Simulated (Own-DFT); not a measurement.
Simulation results for Hf32O63 (monoclinic hafnia with one vacancy, atoms displaced)

A calculation, not a measurement: plane-wave density functional theory by an unreviewed code, no spin, of a simulated periodic cell, stress positive in tension, run twice, with PBE and with PBEsol, both on files made for PBE, so the change isn't that of files made for PBEsol, defect cell not probed for a lower state with spin; hafnium file: forces about 75 meV/angstrom off all-electron values; oxygen file: force components 24 meV/angstrom off all-electron in one glass; forces on such cells passed a denser k mesh, this cell's mesh not checked; the far tail of each file's local potential was reset to the Coulomb form; each entry is a single point on an unrelaxed cell, so the pressure reflects the starting lattice, mostly measured values (interpolated for alloys), from which strain is counted, and rises with the displacements; printed positions are rounded, which can move forces by about a meV/angstrom; the program, named Own-DFT, is a retired in-house code; no spin-orbit coupling; stress was not checked against mesh or cutoff. Program: Own-DFT development build.

```xyz
95
Lattice="10.2340 0.0000 0.0000 0.0000 10.3500 0.0000 -1.6955 0.0000 10.4453" Properties=species:S:1:pos:R:3:PBE_force_x:R:1:PBE_force_y:R:1:PBE_force_z:R:1:PBEsol_force_x:R:1:PBEsol_force_y:R:1:PBEsol_force_z:R:1 formula=Hf32O63 functional=PBE,then_PBEsol potential_files=PseudoDojo_norm-conserving,scalar-relativistic,standard_set wave_cutoff=72 occupations=Fermi-Dirac smearing_width=0.1 k_mesh=2_x_2_x_2_centred_on_Gamma PBE_pressure=5.77 PBE_stress_xx=-6.08 PBE_stress_yy=-5.5 PBE_stress_zz=-5.73 PBE_stress_yz=-0.7 PBE_stress_xz=0.21 PBE_stress_xy=0.31 PBEsol_pressure=-0.62 PBEsol_stress_xx=0.34 PBEsol_stress_yy=0.84 PBEsol_stress_zz=0.69 PBEsol_stress_yz=-0.65 PBEsol_stress_xz=0.52 PBEsol_stress_xy=0.33 rms_change_of_force_components_from_PBE_to_PBEsol=0.055
Hf     1.1723     0.1917     1.1488      2.407      0.755      -1.02       2.34      0.789     -1.009
Hf     3.5669     2.8040     1.5647     -1.638     -1.658     -1.218     -1.608     -1.578     -1.158
Hf     3.1655     4.9763     4.1038     -2.043      0.424      0.973     -1.981       0.36      0.989
Hf     0.8190     2.3849     3.7113     -0.607     -0.486      -0.44     -0.587     -0.515     -0.474
O      0.1567     1.7503     1.7065     -0.775      0.561      0.696     -0.742      0.531       0.74
O      4.6152     4.4278     0.8200      0.265     -0.692      1.201      0.242     -0.663      1.101
O      4.1443     3.4753     3.4132      1.938     -1.304     -0.065      1.873      -1.27     -0.121
O     -0.3702     0.8102     4.4091      0.884      1.222     -0.065      0.879      1.182      0.001
O      1.8466     3.8584     2.4445      0.686      0.832      0.116       0.73      0.804      0.109
O      2.8953     1.3410     0.0802     -0.666      0.358      0.336     -0.686      0.336      0.326
O      2.4121     1.2102     2.7343     -0.136      1.266     -0.474     -0.197      1.225     -0.444
O      1.4618     3.9299     5.0919      0.581     -1.028      0.001      0.619     -0.986      0.009
Hf     0.4755     0.2586     6.3340      -1.04     -1.499     -0.866     -0.983     -1.402     -0.877
Hf     2.6548     2.9306     6.7847     -1.019     -2.246      0.483     -0.991     -2.147      0.533
Hf     2.0866     4.8944     9.4874      1.871      0.941     -3.128      1.838      0.748     -2.927
Hf    -0.0897     2.5064     8.9128      1.762     -2.855      0.631      1.727     -2.831      0.577
O     -0.6445     1.7276     7.0375     -2.552       1.82      0.207     -2.488      1.789      0.269
O      3.8093     4.2958     6.0163      0.457      0.261     -0.137      0.422      0.277     -0.175
O      3.3140     3.4115     8.6762      0.676      0.625      0.165      0.621      0.604      0.085
O     -1.1823     0.8394     9.5770      0.061      0.366      0.232      0.032      0.345       0.28
O      1.0692     3.9542     7.7783     -0.368      0.536     -0.331     -0.291       0.48     -0.296
O      1.9333     1.2618     5.3236      0.854      2.139      0.199      0.753      2.049      0.185
O      1.5363     1.2379     7.8940      0.611      0.056      0.707      0.539      0.035      0.681
O      0.6264     3.8281    10.3665     -0.392      0.341      0.281     -0.299      0.365      0.248
Hf     1.3385     5.4931     1.0845     -2.887     -3.169      0.683     -2.809     -3.037      0.652
Hf     3.4320     7.8784     1.4980      0.808      4.255      1.377      0.789      4.212      1.372
Hf     3.0054    10.1742     4.1004      0.396     -1.345      0.649      0.369     -1.362      0.646
Hf     0.8532     7.5505     3.6997     -1.687      1.356      0.451     -1.625      1.295      0.429
O      0.0928     6.8878     1.7156     -0.451      1.107      0.986      -0.42      1.082      0.995
O      4.5862     9.4967     0.8538      0.757     -0.304     -0.402      0.742     -0.291     -0.446
O      4.1516     8.6850     3.4115      0.882     -1.489     -0.613      0.837     -1.454     -0.645
O     -0.3480     5.9982     4.4538     -0.224      1.143     -1.824     -0.197      1.099     -1.702
O      1.8727     9.1312     2.5641     -0.624     -1.199     -0.924     -0.558      -1.17     -0.891
O      2.8300     6.4968     0.1569      0.571     -0.202     -1.128      0.491      -0.22     -1.073
O      2.3696     6.4108     2.7369      0.478      0.155     -0.107      0.408      0.168     -0.129
O      1.4595     9.0779     5.1203     -0.089     -1.419      0.156     -0.028     -1.373      0.144
Hf     0.4212     5.4492     6.2037     -1.244     -1.451      2.446     -1.281     -1.424      2.249
Hf     2.6084     7.9439     6.7789      0.827      0.849     -0.281      0.884      0.974      -0.34
Hf     2.1630    10.1568     9.3371      0.574      0.649      0.801      0.537      0.604      0.818
Hf    -0.0157     7.5664     8.8775     -0.233      0.201      0.652     -0.347      0.248      0.663
O     -0.7217     6.9471     7.0399      -0.25       -0.3     -0.287     -0.245     -0.266     -0.231
O      3.7956     9.4323     6.0172     -0.591     -0.351      0.761     -0.592     -0.317      0.718
O      3.4300     8.6260     8.6756     -1.305      0.361     -0.705     -1.272      0.329     -0.738
O     -1.1406     6.0800     9.6592     -0.878     -0.816      -0.37     -0.834     -0.799     -0.304
O      0.9278     9.0370     7.7763      1.698      0.644      -0.85      1.707      0.612     -0.819
O      1.8781     6.5236     5.3515      1.852      1.144     -0.223      1.728      1.126     -0.219
O      0.6657     9.0192    10.3463     -0.572     -0.621      0.148     -0.484     -0.612      0.132
Hf     6.4154     0.0869     1.0706     -1.576      1.764      0.805     -1.529      1.768      0.749
Hf     8.5811     2.8452     1.5280      0.384     -0.996       -0.4      0.375     -0.887     -0.361
Hf     8.1158     4.9530     4.1516      0.807     -0.513      0.155       0.75     -0.529      0.179
Hf     5.9612     2.3588     3.6995      0.668     -1.187      0.176      0.687     -1.209      0.165
O      5.2255     1.6489     1.7908     -0.301      1.084      0.567     -0.308      1.083      0.604
O      9.6768     4.3317     0.8222      1.536      1.223     -0.646      1.462      1.182     -0.687
O      9.2951     3.3940     3.3344      0.811      0.465      1.717      0.787      0.428      1.604
O      4.7630     0.7754     4.4586      0.947       2.03     -0.552      0.928       1.96     -0.479
O      7.1096     3.9785     2.4650     -1.814      0.045      0.187     -1.688      0.044      0.187
O      7.9016     1.3012     0.1309      0.828      0.421     -0.276      0.748      0.395     -0.292
O      7.5402     1.2461     2.7579       -0.7      0.209     -0.169     -0.759      0.213     -0.152
O      6.5721     3.8656     5.0081     -0.429     -0.485      0.788     -0.352      -0.47      0.732
Hf     5.4013     0.2742     6.3628      1.582     -2.926     -1.516       1.52     -2.818     -1.511
Hf     7.7398     2.7394     6.8697      1.053      0.982     -3.128      1.005      0.988     -3.022
Hf     7.3069     4.9936     9.3390      0.021      0.435       1.51     -0.004      0.357      1.517
Hf     5.1995     2.3493     8.9196     -2.398      0.566      1.765     -2.331      0.473      1.707
O      4.3031     1.6083     7.1278     -1.304      2.251     -0.021     -1.235      2.211      0.024
O      8.8909     4.3808     6.0794     -0.801      -1.27      0.311      -0.78     -1.215      0.233
O      8.4105     3.4556     8.7261      0.637     -0.536     -0.221      0.626     -0.537      -0.27
O      3.9837     0.9071     9.6070     -0.773     -1.042      0.437     -0.731     -1.023      0.456
O      6.1935     3.9056     7.7498      -0.31      0.088     -0.301      -0.23      0.076     -0.272
O      7.0896     1.3892     5.3756     -0.603      -0.09      0.291     -0.653     -0.088      0.283
O      6.6547     1.2929     7.9500      0.748     -0.762      0.286      0.669     -0.704      0.289
O      5.7574     3.8706    10.3905      -0.65       -0.1     -1.262     -0.555      -0.09     -1.225
Hf     6.3671     5.4461     1.0692      0.958     -0.803     -0.169      0.947     -0.744     -0.196
Hf     8.5849     7.9932     1.4669      0.788      0.004      1.952      0.771      0.049      1.939
Hf     8.1018    10.0914     4.2234      0.538       1.18     -0.914      0.528      1.082     -0.884
Hf     5.9925     7.5195     3.5867      -0.99      1.921      3.514     -0.935      1.851      3.417
O      5.2154     6.9572     1.8307     -0.284     -0.872     -1.403     -0.273     -0.842      -1.32
O      9.7392     9.5235     0.8406     -0.876     -0.625      -0.34     -0.862       -0.6     -0.378
O      9.2721     8.6623     3.4330      1.883     -1.838     -0.783      1.819     -1.799      -0.81
O      4.7409     6.1168     4.4730     -0.187     -0.245     -0.531     -0.184     -0.284     -0.479
O      7.0655     9.0945     2.6380     -0.689     -0.216     -3.031     -0.614     -0.229      -2.95
O      7.9446     6.5298     0.0889      0.202      0.318      0.489      0.134      0.309      0.479
O      7.5291     6.4452     2.7542      0.281     -0.091     -1.369      0.191      -0.08     -1.332
O      6.5750     8.9784     5.0337       -0.4     -0.537      1.141     -0.302     -0.529      1.086
Hf     5.4983     5.4359     6.3880        1.7     -1.551     -2.142      1.671     -1.449     -2.115
Hf     7.7443     7.9697     6.7446     -0.335      0.769     -1.042     -0.323      0.837     -0.988
Hf     7.3215    10.1812     9.3798       0.53     -0.428     -0.905      0.532     -0.447     -0.851
Hf     5.0947     7.5349     8.9744      0.397       1.31     -1.649      0.394      1.222     -1.631
O      4.4047     6.8176     7.0121     -3.203      2.316      0.726     -3.102      2.267      0.747
O      8.8553     9.4941     5.9867       0.66     -0.427      1.738      0.612     -0.423      1.636
O      8.4306     8.6529     8.6251       0.31     -0.423      0.344      0.303     -0.422      0.273
O      3.9567     6.1309     9.6179      -1.68     -1.916      1.052     -1.586     -1.857      1.095
O      6.1720     9.0259     7.6432     -0.338      1.155      0.644     -0.273      1.115      0.627
O      7.0738     6.4325     5.2811      0.073      0.721      0.933      0.012       0.68      0.898
O      6.5237     6.4144     7.9323      2.179     -0.323      0.711      2.045     -0.321      0.696
O      5.7142     9.0735    10.3001      0.494     -0.987      0.649       0.53     -0.951      0.652
```

Units: wave_cutoff in hartree; smearing_width in eV; PBE_pressure, PBE_stress_xx, PBE_stress_yy, PBE_stress_zz, PBE_stress_yz, PBE_stress_xz, PBE_stress_xy, PBEsol_pressure, PBEsol_stress_xx, PBEsol_stress_yy, PBEsol_stress_zz, PBEsol_stress_yz, PBEsol_stress_xz, PBEsol_stress_xy in GPa; rms_change_of_force_components_from_PBE_to_PBEsol, PBE_force_x, PBE_force_y, PBE_force_z, PBEsol_force_x, PBEsol_force_y, PBEsol_force_z in eV/Å.
